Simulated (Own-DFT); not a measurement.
Si3N4 (beta silicon nitride, strained, atoms displaced), SiC (twinned 3C silicon carbide, atoms displaced), GaP (zincblende, strained, atoms displaced) (calculated)

A calculation, not a measurement: plane-wave PBE density functional theory by an unreviewed code, no spin, of a simulated periodic cell, stress positive in tension, free energy of the whole cell less one offset for each atom, forces on such cells passed a denser k mesh, this cell's mesh not checked; offsets are fitted by least squares, one for each functional and potential file, so energies compare only between cells with the same atoms and settings and are not formation energies; the far tail of each file's local potential was reset to the Coulomb form; each entry is a single point on an unrelaxed cell, so the pressure reflects the starting lattice, mostly measured values (interpolated for alloys), from which strain is counted, and rises with the displacements; printed positions are rounded, which can move forces by about a meV/angstrom; the program, named Own-DFT, is a retired in-house code; no spin-orbit coupling. Program: Own-DFT development build.

Common to all runs: functional PBE; potential files PseudoDojo norm-conserving, scalar-relativistic, standard set; wave cutoff 42 hartree; occupations Fermi-Dirac; smearing width 0.1 eV.

(1) Si3N4 (beta silicon nitride, strained, atoms displaced)

```
cell vectors (Å)
   7.5407     0.0349     0.0522
  -3.7402     6.4982     0.0485
   0.0599     0.0988     8.7771
atoms (fractions of the cell vectors)
Si  0.17092  0.76236  0.07657
Si  0.23431  0.39578  0.08673
Si  0.59547  0.82095  0.09102
Si  0.82087  0.22618  0.25804
Si  0.77275  0.59893  0.24471
Si  0.39844  0.16576  0.24652
N   0.33597  0.03622  0.08600
N   0.97304  0.29793  0.08521
N   0.71177  0.66516  0.07680
N   0.66397  0.96741  0.24718
N   0.02477  0.69594  0.24290
N   0.29585  0.34519  0.24274
N   0.33029  0.65913  0.08283
N   0.65764  0.32297  0.25050
Si  0.17695  0.76198  0.41807
Si  0.22814  0.40456  0.40932
Si  0.59393  0.83129  0.42476
Si  0.81509  0.22708  0.57425
Si  0.77275  0.59629  0.57541
Si  0.39046  0.17080  0.58087
N   0.33098  0.03134  0.41699
N   0.95644  0.29731  0.42664
N   0.69236  0.66648  0.42052
N   0.66326  0.97773  0.58234
N   0.03553  0.70053  0.57557
N   0.30145  0.33043  0.59089
N   0.32476  0.65519  0.42244
N   0.67537  0.35012  0.58308
Si  0.16701  0.75008  0.74925
Si  0.23089  0.39933  0.75616
Si  0.58091  0.82087  0.74871
Si  0.81070  0.22581  0.92531
Si  0.77769  0.61691  0.92233
Si  0.40203  0.17367  0.92117
N   0.31127  0.01695  0.74657
N   0.96597  0.30772  0.75540
N   0.70247  0.66117  0.75255
N   0.66025  0.96840  0.92809
N   0.03354  0.69684  0.92310
N   0.30072  0.33648  0.91774
N   0.32773  0.65857  0.74409
N   0.67676  0.34055  0.90625
```

Here we set k mesh 3 x 3 x 3 centred on Gamma.

It finds free energy of cell above offsets -2.072 eV; pressure 12.36 GPa; stress xx -12.61 GPa; stress yy -12.45 GPa; stress zz -12.03 GPa; stress yz 4.15 GPa; stress xz 2.34 GPa; stress xy 3.93 GPa.

Force:
```csv
element,x (eV/Å),y (eV/Å),z (eV/Å)
Si,1.673,0.831,2.131
Si,-4.674,2.207,-4.81
Si,-1.131,-0.887,-1.401
Si,0.475,1.267,-2.141
Si,-0.561,-2.376,2.076
Si,0.009,1.967,1.367
N,-0.784,-2.51,-0.613
N,-1.16,-0.93,0.938
N,-4.7,2.612,5.398
N,0.397,-0.865,2.255
N,1.858,1.162,1.838
N,4.935,-3.576,4.923
N,0.823,1.019,0.198
N,-0.314,2.01,-0.027
Si,-1.486,0.956,-2.203
Si,-0.5,-1.415,3.158
Si,-0.572,-1.562,-1.794
Si,-1.136,2.839,6.898
Si,0.122,1.492,2.52
Si,3.367,0.156,1.231
N,-0.439,-0.912,-0.696
N,4.035,1.197,-5.237
N,-0.06,0.893,-2.253
N,-0.225,-2.966,0.799
N,-1.29,-0.431,2.077
N,-2.096,0.855,-2.595
N,1.507,2.572,-0.363
N,-1.267,-5.193,-0.521
Si,-1.686,1.132,-0.493
Si,-2.59,-0.537,-1.463
Si,2.185,0.727,1.761
Si,3.399,1.353,-0.981
Si,3.449,-4.549,-5.866
Si,1.779,0.945,-3.003
N,0.57,1.309,1.303
N,0.421,-1.024,-1.038
N,-2.33,2.644,-1.337
N,0.101,-1.754,-2.157
N,-0.716,0.103,-2.252
N,1.801,-1.354,0.893
N,1.056,0.208,0.305
N,-4.245,0.388,1.175
```

(2) SiC (twinned 3C silicon carbide, atoms displaced)

```
cell vectors (Å)
   6.5394    -6.5394     0.0000
   0.0000     6.5394    -6.5394
   8.7192     8.7192     8.7192
atoms (fractions of the cell vectors)
Si  0.99510  0.99716  0.43773
C   0.00112  0.00197  0.06139
Si  0.11182  0.21883  0.10389
C   0.11141  0.22463  0.23130
Si  0.22242  0.11255  0.27360
C   0.22171  0.11323  0.39636
Si  0.00070  0.32993  0.44043
C   0.00184  0.33703  0.06381
Si  0.10810  0.55338  0.10301
C   0.10660  0.55106  0.23050
Si  0.21462  0.43665  0.27094
C   0.22002  0.44460  0.39603
Si  0.99410  0.66392  0.43671
C   0.99774  0.66758  0.06352
Si  0.10882  0.88453  0.10730
C   0.11037  0.89352  0.22932
Si  0.21889  0.77535  0.26994
C   0.21785  0.77883  0.39642
Si  0.33020  0.99911  0.43858
C   0.33369  0.99175  0.06330
Si  0.44891  0.23083  0.10864
C   0.44439  0.21931  0.23024
Si  0.55783  0.11872  0.26931
C   0.55606  0.10798  0.39286
Si  0.32924  0.33195  0.43859
C   0.33249  0.33239  0.06226
Si  0.44610  0.56135  0.10428
C   0.44393  0.55751  0.22595
Si  0.55269  0.44714  0.26878
C   0.56102  0.44430  0.39463
Si  0.33142  0.66600  0.43518
C   0.33085  0.66008  0.06111
Si  0.44501  0.88987  0.10416
C   0.44946  0.88993  0.22886
Si  0.55475  0.78197  0.27239
C   0.55325  0.77729  0.39788
Si  0.66533  0.99626  0.43996
C   0.66920  0.00545  0.06391
Si  0.78263  0.23043  0.10432
C   0.78223  0.22312  0.22912
Si  0.88583  0.11074  0.27277
C   0.88606  0.10826  0.39621
Si  0.66389  0.33056  0.43685
C   0.66801  0.32881  0.06034
Si  0.77741  0.55189  0.10269
C   0.77664  0.55541  0.22857
Si  0.89115  0.44131  0.26852
C   0.88327  0.44010  0.39703
Si  0.66768  0.66264  0.43566
C   0.66581  0.67083  0.06382
Si  0.77531  0.88674  0.10488
C   0.78317  0.89367  0.22906
Si  0.88172  0.77730  0.26610
C   0.89419  0.78029  0.39712
Si  0.00596  0.00802  0.93433
C   0.00503  0.00177  0.56159
Si  0.89316  0.78039  0.60499
C   0.88751  0.78229  0.72827
Si  0.77467  0.88400  0.77032
C   0.78237  0.89110  0.89651
Si  0.99614  0.66547  0.93905
C   0.00106  0.66919  0.56471
Si  0.88731  0.45010  0.60280
C   0.88665  0.44299  0.72925
Si  0.77544  0.55650  0.77216
C   0.77492  0.55225  0.89773
Si  0.99709  0.32803  0.93829
C   0.99686  0.32751  0.56590
Si  0.88534  0.11198  0.60394
C   0.89209  0.11317  0.72817
Si  0.77473  0.21959  0.77039
C   0.78026  0.22191  0.89361
Si  0.66751  0.00157  0.93819
C   0.66757  0.00386  0.56626
Si  0.55659  0.78170  0.60480
C   0.55872  0.77683  0.73084
Si  0.43983  0.88884  0.77307
C   0.44542  0.89197  0.89251
Si  0.67324  0.67308  0.93618
C   0.65755  0.65975  0.56304
Si  0.55997  0.44558  0.60402
C   0.55280  0.44276  0.72835
Si  0.44823  0.56127  0.77317
C   0.44650  0.55792  0.89822
Si  0.67175  0.33201  0.93782
C   0.66593  0.33358  0.56280
Si  0.55671  0.11806  0.60451
C   0.55568  0.11425  0.73048
Si  0.44186  0.22626  0.77413
C   0.44492  0.22441  0.89433
Si  0.33162  0.99573  0.93903
C   0.32941  0.99831  0.56030
Si  0.22182  0.77601  0.60501
C   0.22798  0.78152  0.73197
Si  0.11200  0.89939  0.76814
C   0.11273  0.89010  0.89754
Si  0.33817  0.66891  0.93819
C   0.33400  0.66464  0.56512
Si  0.22471  0.45021  0.60358
C   0.22413  0.44634  0.72764
Si  0.11214  0.55271  0.77021
C   0.10866  0.55013  0.89517
Si  0.33536  0.33357  0.93539
C   0.33007  0.33339  0.56427
Si  0.22464  0.11227  0.60644
C   0.22502  0.11109  0.73001
Si  0.10997  0.21700  0.77039
C   0.10735  0.22046  0.89416
```

Settings of this run: hardware one NVIDIA H200 and k mesh 4 x 4 x 2 centred on Gamma.

It finds free energy of cell above offsets -16.543 eV; pressure 3.63 GPa; stress xx -3.43 GPa; stress yy -3.3 GPa; stress zz -4.15 GPa; stress yz 0.21 GPa; stress xz -0.38 GPa; stress xy -0.48 GPa; wall time 573.9 s.

Force:
```csv
element,x (eV/Å),y (eV/Å),z (eV/Å)
Si,0.909,-0.355,-0.463
C,-0.063,-0.114,0.652
Si,0.157,0.773,-0.217
C,-0.831,-0.945,0.703
Si,-0.491,-0.179,-0.237
C,-0.164,-0.023,0.369
Si,-0.695,0.666,-0.322
C,-0.414,-0.888,0.561
Si,0.782,0.206,-0.378
C,0.324,-0.623,-1.114
Si,1.198,0.292,-1.417
C,-0.007,-0.339,0.117
Si,0.853,-0.411,0.276
C,0.1,-0.426,0.484
Si,-0.196,-0.194,-1.741
C,0.063,-0.27,0.94
Si,0.577,0.252,-0.304
C,-0.09,-0.759,0.217
Si,-0.214,-0.661,-0.791
C,-0.049,1.677,-0.999
Si,-1.855,-1.798,0.462
C,-0.085,1.153,-0.929
Si,0.384,-1.194,1.449
C,0.273,1.02,0.53
Si,0.839,-0.306,-0.352
C,0.585,0.051,-0.281
Si,-0.77,-0.967,0.561
C,0.505,1.217,0.902
Si,0.62,-0.28,0.508
C,-1.399,0.827,0.111
Si,0.422,0.99,0.455
C,0.547,1.362,-0.774
Si,0.287,-0.771,0.578
C,-0.816,1.167,-0.228
Si,0.186,-0.983,0.273
C,0.001,-0.919,-0.026
Si,-0.214,0.428,-0.672
C,-0.201,-0.345,0.24
Si,-0.132,-0.928,1.337
C,-0.826,0.486,-0.153
Si,0.462,-0.735,-0.334
C,0.204,0.228,0.135
Si,0.062,-0.403,0.314
C,0.331,1.546,-0.215
Si,-0.213,0.932,-0.352
C,-0.316,-0.552,0.193
Si,0.023,1.953,0.431
C,0.544,-0.817,-0.444
Si,0.448,0.949,-0.003
C,-0.066,-1.213,0.388
Si,0.472,0.075,-1.376
C,-1.167,0.933,0.409
Si,2.145,-0.233,0.875
C,-1.951,0.037,-0.195
Si,0.159,0.005,2.119
C,-0.401,1.072,0.526
Si,-1.367,0.463,-0.205
C,0.622,-0.695,0.816
Si,0.815,0.929,-1.191
C,-0.517,0.077,-0.513
Si,0.282,-1.048,-0.608
C,-0.457,-0.514,-0.223
Si,0.652,-0.63,1.384
C,0.077,0.228,-0.478
Si,0.014,-0.803,-0.057
C,0.162,-0.031,-0.685
Si,0.342,0.178,-1.017
C,0.064,0.461,-1.944
Si,1.188,-0.862,0.757
C,-0.576,0.244,0.951
Si,0.339,-0.468,-0.69
C,0.052,0.522,0.641
Si,-0.1,-0.251,0.027
C,-1.055,-0.33,-0.138
Si,0.033,-0.291,0.906
C,-0.817,0.928,-0.691
Si,0.576,-1.537,-1.332
C,1.232,0.652,1.447
Si,-0.156,0.612,1.219
C,1.381,-0.39,-1.637
Si,-1.173,0.943,0.594
C,0.735,0.578,-0.155
Si,-1.081,-0.626,0.525
C,-0.011,-0.671,-0.394
Si,-1.315,0.155,-0.182
C,-0.138,-0.183,-0.62
Si,-0.392,-0.077,1.267
C,-0.682,0.114,0.244
Si,0.078,-1.744,-0.444
C,0.913,0.226,1.216
Si,0.159,0.197,-0.787
C,1.477,0.379,0.45
Si,0.584,0.111,-0.188
C,-2.04,0.386,0.008
Si,0.571,-0.913,2.861
C,-0.92,-0.244,-0.42
Si,-1.31,0.284,-0.043
C,-0.624,0.152,-1.643
Si,-0.223,-0.273,1.612
C,0.56,-0.015,0.79
Si,-0.203,0.695,-0.168
C,0.649,0.579,-0.257
Si,0.186,0.781,0.375
C,0.49,-0.676,-0.188
Si,-0.784,-0.264,-0.73
C,-0.111,0.549,-0.929
Si,-0.106,0.664,-1.513
C,1.091,-0.218,-0.822
```

(3) GaP (zincblende, strained, atoms displaced)

```
cell vectors (Å)
  10.8620     0.0000     0.0000
   0.0000    10.8620     0.0000
   0.0000     0.0000    10.9439
atoms (fractions of the cell vectors)
Ga  0.99697  0.99864  0.00143
Ga  0.99619  0.25239  0.24826
Ga  0.25334  0.00256  0.24627
Ga  0.24867  0.24922  0.99416
P   0.12370  0.12496  0.12814
P   0.12896  0.37954  0.37701
P   0.37553  0.12683  0.37807
P   0.37379  0.37361  0.12314
Ga  0.00143  0.00239  0.50060
Ga  0.00273  0.24822  0.74983
Ga  0.24796  0.00435  0.74887
Ga  0.25091  0.24971  0.49980
P   0.12685  0.12720  0.62155
P   0.12836  0.37844  0.87531
P   0.37031  0.12589  0.87489
P   0.37344  0.37254  0.62880
Ga  0.99577  0.49645  0.99850
Ga  0.00423  0.75198  0.24925
Ga  0.24893  0.49947  0.24473
Ga  0.24675  0.74828  0.99940
P   0.12455  0.62659  0.12666
P   0.12377  0.87566  0.37700
P   0.37515  0.62233  0.37618
P   0.37500  0.87562  0.12513
Ga  0.00381  0.49912  0.50236
Ga  0.99806  0.75203  0.74854
Ga  0.25076  0.50054  0.75119
Ga  0.24600  0.74878  0.49629
P   0.12267  0.62731  0.61914
P   0.12806  0.87739  0.87188
P   0.37806  0.62933  0.87752
P   0.37071  0.87138  0.62362
Ga  0.49447  0.00141  0.00153
Ga  0.49918  0.24832  0.24967
Ga  0.74843  0.99621  0.25276
Ga  0.74988  0.25105  0.00297
P   0.62554  0.12787  0.12274
P   0.62084  0.37583  0.37577
P   0.87388  0.12460  0.37236
P   0.87045  0.37634  0.12464
Ga  0.49881  0.99588  0.50127
Ga  0.50288  0.24554  0.74844
Ga  0.75055  0.00446  0.75404
Ga  0.74709  0.25121  0.49883
P   0.62460  0.12860  0.62099
P   0.62275  0.37908  0.87557
P   0.87223  0.12558  0.87245
P   0.87930  0.37800  0.62445
Ga  0.49638  0.50141  0.99729
Ga  0.49901  0.75203  0.25420
Ga  0.74842  0.50096  0.24949
Ga  0.74809  0.75352  0.99603
P   0.62510  0.62665  0.12519
P   0.62431  0.87397  0.37769
P   0.87820  0.62709  0.37626
P   0.87382  0.88050  0.12183
Ga  0.50021  0.49920  0.50160
Ga  0.50226  0.75150  0.74767
Ga  0.74810  0.50193  0.75229
Ga  0.75195  0.74693  0.49654
P   0.62391  0.63048  0.62688
P   0.62744  0.87255  0.87365
P   0.87296  0.62821  0.87855
P   0.87813  0.87662  0.62497
```

It was run with hardware one NVIDIA H100 and k mesh 3 x 3 x 3 centred on Gamma.

Results for GaP (zincblende, strained, atoms displaced): free energy of cell above offsets -35.279 eV; pressure 3.08 GPa; stress xx -3.26 GPa; stress yy -3.28 GPa; stress zz -2.69 GPa; stress yz 0.12 GPa; stress xz 0.44 GPa; stress xy 0.15 GPa; wall time 497.3 s.

Force:
```csv
element,x (eV/Å),y (eV/Å),z (eV/Å)
Ga,0.55,0.465,-0.499
Ga,0.429,0.146,0.37
Ga,-0.261,-0.151,0.663
Ga,-0.207,0.11,0.89
P,-0.059,0.283,-0.64
P,-0.433,-0.583,-0.472
P,0.098,-0.416,-0.345
P,0.04,-0.091,-0.128
Ga,-0.232,-0.048,-0.15
Ga,-0.106,0.353,-0.002
Ga,0.249,-0.359,-0.294
Ga,0.056,0.404,-0.044
P,-0.211,-0.07,0.245
P,-0.662,-0.282,-0.113
P,0.709,-0.198,-0.321
P,0.28,0.174,-0.21
Ga,0.298,0.479,0.195
Ga,-0.618,0.265,-0.001
Ga,0.332,0.086,0.379
Ga,0.228,0.366,0.024
P,-0.288,-0.382,-0.526
P,0.345,0.476,-0.542
P,-0.183,0.124,-0.254
P,-0.136,-0.356,0.034
Ga,-0.318,0.151,-0.447
Ga,0.296,-0.215,0.188
Ga,0.086,0.633,-0.3
Ga,0.372,-0.056,-0.033
P,0.339,-0.138,1.117
P,-0.555,-0.168,0.349
P,-0.443,-0.104,-0.553
P,0.117,0.352,0.23
Ga,0.576,-0.087,-0.332
Ga,-0.046,0.198,-0.031
Ga,-0.108,0.427,-0.342
Ga,-0.169,0.134,-0.688
P,-0.218,-0.61,0.406
P,0.379,0.021,-0.255
P,-0.05,0.128,0.37
P,0.363,-0.021,0.149
Ga,-0.129,0.281,0.121
Ga,-0.293,0.491,0.391
Ga,-0.313,-0.511,-0.882
Ga,0.602,0.301,-0.131
P,0.101,-0.841,0.374
P,0.152,-0.651,-0.058
P,0.61,0.463,0.675
P,-0.656,-0.367,0.259
Ga,0.282,-0.004,0.59
Ga,-0.003,-0.33,-0.3
Ga,-0.034,0.268,0.386
Ga,0.186,-0.258,0.837
P,-0.236,0.135,-0.12
P,0.121,0.016,-0.084
P,0.034,-0.528,-0.47
P,-0.164,-0.947,0.535
Ga,-0.186,0.118,0.392
Ga,-0.45,0.256,0.258
Ga,0.266,0.083,-0.276
Ga,0.045,0.425,0.544
P,0.348,-0.758,-0.478
P,-0.748,0.955,-0.059
P,0.336,-0.246,-0.486
P,-0.708,0.212,-0.105
```

(4) GaP (zincblende, strained, atoms displaced)

```
cell vectors (Å)
  10.8620     0.0000     0.0000
   0.0000    10.8620     0.0000
   0.0000     0.0000    10.9439
atoms (fractions of the cell vectors)
Ga  0.00400  0.99646  0.00148
Ga  0.99959  0.25319  0.25259
Ga  0.24725  0.99970  0.25404
Ga  0.25074  0.24631  0.00265
P   0.12658  0.12889  0.13008
P   0.12528  0.37299  0.37981
P   0.37281  0.12758  0.37891
P   0.37228  0.37528  0.12102
Ga  0.99876  0.00070  0.50296
Ga  0.00353  0.24861  0.75018
Ga  0.25168  0.00031  0.75218
Ga  0.24910  0.24604  0.50030
P   0.12585  0.12449  0.62172
P   0.12073  0.37724  0.87652
P   0.37305  0.12567  0.87576
P   0.37874  0.37779  0.62690
Ga  0.00216  0.49600  0.99885
Ga  0.00442  0.74901  0.25109
Ga  0.24862  0.50431  0.25275
Ga  0.24914  0.75249  0.99997
P   0.12871  0.62850  0.12199
P   0.12512  0.87047  0.37666
P   0.37750  0.62630  0.38081
P   0.37663  0.87197  0.12398
Ga  0.99825  0.49772  0.50317
Ga  0.00094  0.75072  0.74976
Ga  0.25022  0.50252  0.74663
Ga  0.25675  0.75110  0.49862
P   0.12263  0.62293  0.62011
P   0.12308  0.87781  0.87634
P   0.37833  0.62185  0.87286
P   0.37228  0.87439  0.62466
Ga  0.49611  0.00400  0.00048
Ga  0.50218  0.24664  0.24914
Ga  0.74964  0.00107  0.25188
Ga  0.75037  0.25434  0.00094
P   0.62057  0.12583  0.12609
P   0.62489  0.37761  0.37633
P   0.87705  0.12140  0.37353
P   0.87115  0.37080  0.12932
Ga  0.49599  0.00196  0.50109
Ga  0.49630  0.25698  0.75312
Ga  0.74724  0.99869  0.75323
Ga  0.74860  0.25068  0.49713
P   0.62437  0.12251  0.62567
P   0.62264  0.37446  0.87676
P   0.87541  0.12602  0.87333
P   0.87802  0.37200  0.62351
Ga  0.49824  0.50053  0.99766
Ga  0.50083  0.75473  0.25291
Ga  0.75252  0.50107  0.24478
Ga  0.74663  0.74804  0.99846
P   0.62737  0.62826  0.12648
P   0.62387  0.87545  0.37465
P   0.87588  0.62133  0.37558
P   0.87257  0.87210  0.12653
Ga  0.50174  0.49985  0.50181
Ga  0.50084  0.75181  0.75003
Ga  0.75062  0.49948  0.75036
Ga  0.75402  0.75601  0.50196
P   0.62922  0.62717  0.62507
P   0.62324  0.87033  0.87203
P   0.87546  0.62326  0.87059
P   0.87745  0.87403  0.62701
```

Here we set k mesh 3 x 3 x 3 centred on Gamma.

Results for GaP (zincblende, strained, atoms displaced): free energy of cell above offsets -35.156 eV; pressure 3.12 GPa; stress xx -3.3 GPa; stress yy -3.29 GPa; stress zz -2.77 GPa; stress yz -0.16 GPa; stress xz -0.33 GPa; stress xy -0.09 GPa.

Force:
```csv
element,x (eV/Å),y (eV/Å),z (eV/Å)
Ga,-0.717,0.704,0.496
Ga,0.097,-0.306,0.156
Ga,0.327,-0.147,-0.165
Ga,-0.427,0.492,-0.316
P,-0.342,-0.521,-0.275
P,0.039,0.455,-0.358
P,0.308,-0.372,-0.648
P,0.324,0.134,0.781
Ga,0.153,-0.365,-0.323
Ga,-0.222,0.068,-0.113
Ga,-0.321,-0.006,-0.303
Ga,0.296,0.728,0.347
P,0.073,-0.173,0.7
P,1.104,-0.654,-0.426
P,0.117,0.168,-0.22
P,-0.771,-0.287,-0.42
Ga,-0.679,0.601,0.563
Ga,-0.561,-0.247,-0.138
Ga,0.194,-0.353,-0.064
Ga,0.465,-0.227,-0.518
P,-0.512,-0.544,0.239
P,0.035,0.548,0.236
P,0.208,-0.242,-0.783
P,-0.341,0.636,0.285
Ga,-0.014,-0.023,-0.43
Ga,0.209,-0.324,-0.047
Ga,-0.283,-0.143,0.254
Ga,-0.878,-0.238,0.274
P,0.512,0.62,0.401
P,0.468,-0.444,-0.384
P,-0.607,0.74,-0.002
P,0.371,0.2,0.386
Ga,0.381,-0.613,-0.143
Ga,-0.607,0.801,0.342
Ga,-0.133,-0.167,-0.371
Ga,-0.238,-0.723,-0.2
P,0.834,-0.26,-0.364
P,0.017,-0.144,-0.574
P,-0.185,0.449,0.231
P,0.734,0.51,-0.513
Ga,0.298,-0.177,-0.004
Ga,0.432,-0.882,-0.231
Ga,0.255,0.044,-0.243
Ga,0.183,-0.315,0.228
P,-0.184,0.536,0.169
P,0.453,0.331,-0.066
P,0.023,-0.224,0.491
P,-0.553,-0.112,0.379
Ga,0.323,0.054,0.595
Ga,-0.039,-0.638,-0.173
Ga,-0.376,0.115,0.692
Ga,0.54,0.038,-0.149
P,-0.693,-0.406,-0.126
P,0.174,0.41,0.511
P,0.039,0.437,-0.069
P,0.236,0.159,-0.158
Ga,0.284,0.259,0.126
Ga,-0.246,-0.502,-0.441
Ga,-0.038,-0.329,-0.282
Ga,-0.198,-0.607,-0.429
P,-0.232,-0.013,-0.069
P,-0.046,0.85,0.743
P,0.102,0.115,0.727
P,-0.166,0.527,0.187
```
